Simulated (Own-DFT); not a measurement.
Simulation results for SiC (4H silicon carbide, atoms displaced)

A calculation, not a measurement: plane-wave PBE density functional theory by an unreviewed code, no spin, of a simulated periodic cell, stress positive in tension, free energy of the whole cell less one offset for each atom, forces on such cells passed a denser k mesh, this cell's mesh not checked; offsets are fitted by least squares, one for each functional and potential file, so energies compare only between cells with the same atoms and settings and are not formation energies; the far tail of each file's local potential was reset to the Coulomb form; each entry is a single point on an unrelaxed cell, so the pressure reflects the starting lattice, mostly measured values (interpolated for alloys), from which strain is counted, and rises with the displacements; printed positions are rounded, which can move forces by about a meV/angstrom; the program, named Own-DFT, is a retired in-house code; no spin-orbit coupling. Program: Own-DFT development build.

```yaml
- formula: SiC
  kind: "4H silicon carbide, atoms displaced"
  structure:
    cell_angstrom: [[9.2481, 0.0, 0.0], [-4.6241, 8.0091, 0.0], [0.0, 0.0, 10.0681]]
    atoms_fractional:
      - [Si, 0.9964, 0.00398, 0.40392]
      - [Si, 0.11616, 0.2204, 0.15575]
      - [C, 0.00137, 0.00077, 0.09819]
      - [C, 0.10954, 0.21992, 0.34322]
      - [Si, 0.00873, 0.33428, 0.40615]
      - [Si, 0.10329, 0.5505, 0.16159]
      - [C, 0.00444, 0.3366, 0.09145]
      - [C, 0.11055, 0.54903, 0.3446]
      - [Si, 0.00426, 0.6662, 0.40952]
      - [Si, 0.10294, 0.88317, 0.14924]
      - [C, 0.9951, 0.66586, 0.09832]
      - [C, 0.10732, 0.8903, 0.34535]
      - [Si, 0.32714, 0.99562, 0.40773]
      - [Si, 0.44403, 0.22588, 0.15692]
      - [C, 0.33312, 0.99614, 0.09512]
      - [C, 0.44343, 0.22208, 0.34705]
      - [Si, 0.33419, 0.33387, 0.4007]
      - [Si, 0.44153, 0.5536, 0.15601]
      - [C, 0.32345, 0.33042, 0.09427]
      - [C, 0.44419, 0.55173, 0.34601]
      - [Si, 0.33208, 0.668, 0.40518]
      - [Si, 0.44976, 0.89293, 0.15692]
      - [C, 0.33462, 0.67023, 0.09747]
      - [C, 0.44766, 0.8889, 0.33941]
      - [Si, 0.66298, 0.00503, 0.40533]
      - [Si, 0.77652, 0.22753, 0.15751]
      - [C, 0.66507, 0.99702, 0.09275]
      - [C, 0.78185, 0.22524, 0.34643]
      - [Si, 0.6659, 0.33308, 0.40746]
      - [Si, 0.78017, 0.54889, 0.15612]
      - [C, 0.6706, 0.33546, 0.09118]
      - [C, 0.77845, 0.55773, 0.3445]
      - [Si, 0.6667, 0.66871, 0.4072]
      - [Si, 0.7699, 0.88255, 0.15266]
      - [C, 0.6582, 0.6626, 0.09713]
      - [C, 0.78228, 0.89112, 0.34513]
      - [Si, 0.99797, 0.99523, 0.90541]
      - [Si, 0.89313, 0.78076, 0.65509]
      - [C, 0.00541, 0.00613, 0.59335]
      - [C, 0.88438, 0.77398, 0.83825]
      - [Si, 0.00414, 0.66846, 0.90536]
      - [Si, 0.88627, 0.44257, 0.65754]
      - [C, 0.99995, 0.66707, 0.5981]
      - [C, 0.8894, 0.45009, 0.84092]
      - [Si, 0.00162, 0.33468, 0.91018]
      - [Si, 0.89022, 0.1135, 0.65294]
      - [C, 0.99254, 0.32597, 0.59601]
      - [C, 0.89791, 0.11534, 0.84764]
      - [Si, 0.66772, 0.00421, 0.90863]
      - [Si, 0.55274, 0.76979, 0.6544]
      - [C, 0.66633, 0.00194, 0.59915]
      - [C, 0.55665, 0.78161, 0.84503]
      - [Si, 0.66359, 0.66406, 0.90402]
      - [Si, 0.55125, 0.4412, 0.65686]
      - [C, 0.6625, 0.6702, 0.59324]
      - [C, 0.55472, 0.44438, 0.84436]
      - [Si, 0.66769, 0.33263, 0.90637]
      - [Si, 0.55639, 0.11281, 0.65712]
      - [C, 0.66468, 0.33142, 0.59418]
      - [C, 0.56104, 0.11738, 0.84178]
      - [Si, 0.33608, 0.00182, 0.90566]
      - [Si, 0.22543, 0.77931, 0.65701]
      - [C, 0.33725, 0.99888, 0.59413]
      - [C, 0.22781, 0.78015, 0.84231]
      - [Si, 0.33445, 0.6633, 0.90581]
      - [Si, 0.22733, 0.44645, 0.65474]
      - [C, 0.3359, 0.66702, 0.59526]
      - [C, 0.22194, 0.43972, 0.84453]
      - [Si, 0.33489, 0.33433, 0.90938]
      - [Si, 0.22424, 0.11064, 0.65486]
      - [C, 0.33814, 0.33709, 0.59388]
      - [C, 0.22775, 0.11713, 0.84209]
  settings:
    functional: PBE
    potential_files: "PseudoDojo norm-conserving, scalar-relativistic, standard set"
    "wave_cutoff [hartree]": 42.0
    occupations: Fermi-Dirac
    "smearing_width [eV]": 0.1
    hardware: "one NVIDIA H100"
    k_mesh: "4 x 4 x 3 centred on Gamma"
  results:
    "free_energy_of_cell_above_offsets [eV]": "-10.744"
    "pressure [GPa]": 3.68
    "stress_xx [GPa]": -2.98
    "stress_yy [GPa]": -4.1
    "stress_zz [GPa]": -3.96
    "stress_yz [GPa]": -0.14
    "stress_xz [GPa]": 0.03
    "stress_xy [GPa]": -0.12
    force_element: [Si, Si, C, C, Si, Si, C, C, Si, Si, C, C, Si, Si, C, C, Si, Si, C, C, Si, Si, C, C, Si, Si, C, C, Si, Si, C, C, Si, Si, C, C, Si, Si, C, C, Si, Si, C, C, Si, Si, C, C, Si, Si, C, C, Si, Si, C, C, Si, Si, C, C, Si, Si, C, C, Si, Si, C, C, Si, Si, C, C]
    "force_x [eV/angstrom]": [1.245, -2.391, -0.806, 0.658, -1.534, 1.341, -0.614, -0.365, -1.064, 1.206, 0.962, 0.558, 0.548, 0.186, -0.585, 0.372, -0.038, -0.714, 2.446, -0.53, 1.036, -0.738, -0.543, -1.108, 1.567, 1.574, -0.017, -0.367, 0.154, -2.087, -1.009, 0.476, 0.214, 0.935, 1.669, -1.925, 0.388, -1.065, -0.329, 0.659, -0.477, 0.145, 0.609, 0.688, -0.106, 0.089, 1.06, -1.323, 0.805, -0.597, 0.089, 0.211, -0.154, 0.813, 2.13, 0.14, -0.125, 0.391, -0.148, -0.318, 0.086, -0.113, -0.673, -0.387, -0.192, -0.929, -0.914, -0.157, -0.257, 0.066, -0.71, -0.106]
    "force_y [eV/angstrom]": [-0.799, -0.349, -0.804, 0.714, -0.8, 1.176, -0.76, 1.232, 0.121, 1.166, -0.591, -0.565, 0.47, -0.968, 0.861, -0.342, -0.3, 0.193, 0.886, 0.934, -0.295, -0.892, -0.768, 0.046, -0.637, -1.208, 1.322, 0.28, 0.481, 1.347, -0.647, -0.539, -0.03, 0.838, -0.401, -0.271, 0.841, 0.056, -0.72, 0.429, 0.06, 0.112, -0.213, -0.888, 0.154, -1.129, 2.242, -0.581, -0.146, 2.365, -0.72, -0.566, 0.512, 0.921, -1.082, -0.288, 0.862, -0.191, 0.538, -0.737, 0.247, -0.337, 0.058, -0.236, 0.405, -0.963, -0.189, 0.958, -0.241, 0.677, -1.006, -1.309]
    "force_z [eV/angstrom]": [0.711, 0.42, -1.484, -0.299, 0.782, -1.249, 1.324, 0.651, -0.303, 2.109, -1.477, -0.437, -0.717, -0.01, -0.429, -0.695, 1.52, 0.557, -0.16, -0.598, -0.015, -0.628, -0.436, 1.322, 0.816, -0.046, 0.36, -0.526, 0.007, 0.674, 0.312, 0.317, -0.326, 1.158, -1.157, -0.504, 0.08, -0.593, -0.312, 1.573, -0.121, -0.486, -0.796, 1.244, -1.413, 1.577, -0.899, -0.503, -1.047, 1.055, -1.178, -0.259, 0.549, -0.17, -0.032, 0.343, -0.685, -0.148, 0.022, 0.833, 0.075, 0.004, -0.099, 0.679, 0.562, 0.527, -0.824, -0.071, -0.831, 0.111, -0.88, 0.572]
    "wall_time [s]": 362.0
```
